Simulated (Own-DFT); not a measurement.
## Calculated data, Si24O47 (quartz with one vacancy, atoms displaced)

Computed with Own-DFT development build. A calculation, not a measurement: plane-wave PBE density functional theory by an unreviewed code, no spin, of a simulated periodic cell, stress positive in tension, free energy of the whole cell less one offset for each atom, defect cell not probed for a lower state with spin; oxygen file: force components 24 meV/angstrom off all-electron in one glass; forces on such cells passed a denser k mesh, this cell's mesh not checked; offsets are fitted by least squares, one for each functional and potential file, so energies compare only between cells with the same atoms and settings and are not formation energies; the far tail of each file's local potential was reset to the Coulomb form; each entry is a single point on an unrelaxed cell, so the pressure reflects the starting lattice, mostly measured values (interpolated for alloys), from which strain is counted, and rises with the displacements; printed positions are rounded, which can move forces by about a meV/angstrom; the program, named Own-DFT, is a retired in-house code; no spin-orbit coupling; before rounding, a Quantum ESPRESSO 7.3.1 run of the same cell and cutoff gave forces within 1 meV/angstrom rms on each cell, which checks the program and not the settings.

Si24O47 (quartz with one vacancy, atoms displaced)

```xyz
71
Lattice="9.8268 0.0000 0.0000 -4.9134 8.5103 0.0000 0.0000 0.0000 10.8104" Properties=species:S:1:pos:R:3 Si24O47
Si     2.3394     0.0416     0.0032
Si    -1.1104     2.0538     3.5995
Si     1.3053     2.2391     1.7782
O      1.3780     1.0841     0.6552
O      2.7370     2.4742     2.4786
O      3.1968     0.6335     4.2115
O     -1.0146     3.1132     4.7724
O      0.3062     1.7641     2.9730
O      0.8240     3.6457     1.1379
Si     2.2982     0.0128     5.4186
Si    -1.1319     2.0030     9.0159
Si     1.3186     2.2490     7.2343
O      1.3817     1.1134     6.0840
O      2.7695     2.5157     7.8686
O      3.2361     0.6971     9.6810
O     -1.0643     3.1138    10.1510
O      0.3224     1.7411     8.3466
O      0.7972     3.6050     6.6100
Si    -0.0906     4.2214    10.7992
Si    -3.5903     6.2602     3.6422
Si    -1.1377     6.5306     1.7910
O     -1.1717     5.3482     0.6622
O      0.2886     6.7474     2.4309
O      0.7816     4.8253     4.2167
O     -3.5391     7.3470     4.7727
O     -2.1941     5.9697     2.8933
O     -1.6507     7.9129     1.1185
Si    -0.1982     4.2579     5.4144
Si     6.2040     6.2316     8.9756
Si    -1.1591     6.5550     7.2063
O     -1.0262     5.3932     6.0371
O      0.3219     6.7269     7.8942
O      0.8379     4.9269     9.6331
O     -3.5127     7.3951    10.1131
O     -2.1551     6.0252     8.3484
O     -1.7366     7.8769     6.5723
Si     2.3123     8.4838    10.8048
Si     3.8067     1.9721     3.6036
Si     6.1876     2.2457     1.7893
O      6.3038     1.1239     0.6841
O      7.6336     2.4980     2.4520
O      8.1807     0.6746     4.2089
O      3.8270     3.1329     4.7719
O      5.2388     1.7220     2.9916
O      5.6895     3.6514     1.1851
Si     7.2389     0.0177     5.4239
Si     3.7767     2.0231     8.9809
Si     6.2370     2.2140     7.1770
O      6.3339     1.1299     6.0293
O      8.1185     0.6507     9.6130
O      3.8369     3.0654    10.2392
O      5.2434     1.7199     8.3775
O      5.6702     3.6665     6.6081
Si     4.7799     4.2483    10.7839
Si     1.2762     6.2482     3.6212
Si     3.7822     6.5309     1.8000
O      3.8506     5.4057     0.6545
O      5.2090     6.7259     2.3826
O      5.7222     4.8521     4.1929
O      1.3728     7.3617     4.7727
O      2.8181     6.0007     2.9954
O      3.2260     7.9178     1.1846
Si     4.7702     4.2635     5.4090
Si     1.3067     6.2537     9.0532
Si     3.7481     6.4698     7.2374
O      3.8713     5.3913     6.0118
O      5.1924     6.7739     7.8294
O      5.6925     4.8765     9.6335
O      1.4236     7.3882    10.1717
O      2.7625     5.9999     8.3539
O      3.2160     7.8652     6.5970
```

```
functional                        : PBE
potential files                   : PseudoDojo norm-conserving, scalar-relativistic, standard set
wave cutoff                       : 72 hartree
occupations                       : Fermi-Dirac
smearing width                    : 0.1 eV
k mesh                            : 3 x 3 x 2 centred on Gamma
free energy of cell above offsets : -24.185 eV
pressure                          : 7.17 GPa
stress xx                         : -6.38 GPa
stress yy                         : -8.9 GPa
stress zz                         : -6.23 GPa
stress yz                         : -0.66 GPa
stress xz                         : 0.69 GPa
stress xy                         : -0.33 GPa
```

Force:
| element | x (eV/Å) | y (eV/Å) | z (eV/Å) |
| --- | --- | --- | --- |
| Si | -0.579 | -2.275 | -1.57 |
| Si | -2.105 | -0.789 | -1.123 |
| Si | 0.454 | -0.111 | 1.042 |
| O | -1.555 | 1.706 | 0.759 |
| O | 0.51 | 0.155 | -0.346 |
| O | -0.131 | -1.29 | 0.91 |
| O | -1.732 | -0.8 | 0.026 |
| O | 1.241 | 0.009 | -0.996 |
| O | 0.704 | -0.515 | 0.635 |
| Si | -0.308 | -0.181 | -1.582 |
| Si | -2.082 | 0.093 | -3.075 |
| Si | 0.46 | 0.046 | -1.038 |
| O | -0.56 | 0.559 | 0.088 |
| O | -0.128 | 0.532 | -0.79 |
| O | 0.373 | -0.641 | -0.701 |
| O | 0.203 | 0.667 | 0.663 |
| O | -0.858 | -0.615 | 1.427 |
| O | -1.152 | 1.689 | -1.383 |
| Si | -2.014 | 2.612 | -0.181 |
| Si | -1.106 | -0.665 | -3.205 |
| Si | -1.76 | -0.927 | -0.835 |
| O | 1.784 | -0.897 | -1.006 |
| O | 1.227 | 0.319 | 0.514 |
| O | -0.24 | 0.192 | 0.319 |
| O | 0.12 | 1.279 | 1.162 |
| O | 0.601 | 0.492 | 0.49 |
| O | 1.015 | -0.506 | 1.127 |
| Si | 4.575 | -0.632 | 0.39 |
| Si | 0.307 | 1.656 | 0.481 |
| Si | 1.437 | -1.75 | 0.529 |
| O | -1.919 | 2.641 | 1.526 |
| O | -1.467 | 0.784 | -1.314 |
| O | -1.697 | -3.9 | 2.38 |
| O | 0.119 | 0.115 | 0.175 |
| O | 0.111 | -0.523 | -0.043 |
| O | 0.879 | 0.621 | 0.298 |
| Si | 1.228 | 2.62 | 0.938 |
| Si | -1.567 | 1.685 | 0.331 |
| Si | 0.775 | 0.77 | 0.801 |
| O | -0.266 | -0.905 | -1.293 |
| O | 1.123 | 0.4 | 0.471 |
| O | -0.97 | -1.578 | 1.66 |
| O | -0.145 | -1.033 | -0.522 |
| O | 0.481 | -0.312 | -0.21 |
| O | -0.08 | 0.063 | -0.322 |
| Si | 1.986 | -1.758 | -2.285 |
| Si | 0.814 | -0.013 | 1.394 |
| Si | 2.166 | 2.05 | 2.806 |
| O | -1.704 | 0.775 | -0.291 |
| O | -0.154 | -1.378 | 0.924 |
| O | -0.084 | 0.188 | -0.718 |
| O | -0.212 | -0.07 | -0.273 |
| O | 0.776 | -1.004 | 0.465 |
| Si | -0.604 | 0.414 | 1.732 |
| Si | 2.011 | -0.761 | -0.851 |
| Si | -1.491 | -0.465 | 0.025 |
| O | -0.162 | -0.659 | -1.158 |
| O | 3.048 | 0.475 | 2.154 |
| O | -0.509 | -0.867 | 1.136 |
| O | -0.026 | 0.715 | 0.495 |
| O | -1.85 | 0.23 | 0.554 |
| O | 0.325 | -0.036 | 0.018 |
| Si | 1.114 | -0.573 | -1.518 |
| Si | 1.812 | 2.155 | -1.969 |
| Si | 0.283 | 0.699 | -2.208 |
| O | -1.317 | 1.649 | 1.115 |
| O | 0.996 | -0.105 | 0.386 |
| O | 0.143 | -0.66 | -0.39 |
| O | -1.573 | -1.401 | -0.485 |
| O | -1.152 | -0.718 | 1.545 |
| O | 0.058 | 0.258 | -0.209 |
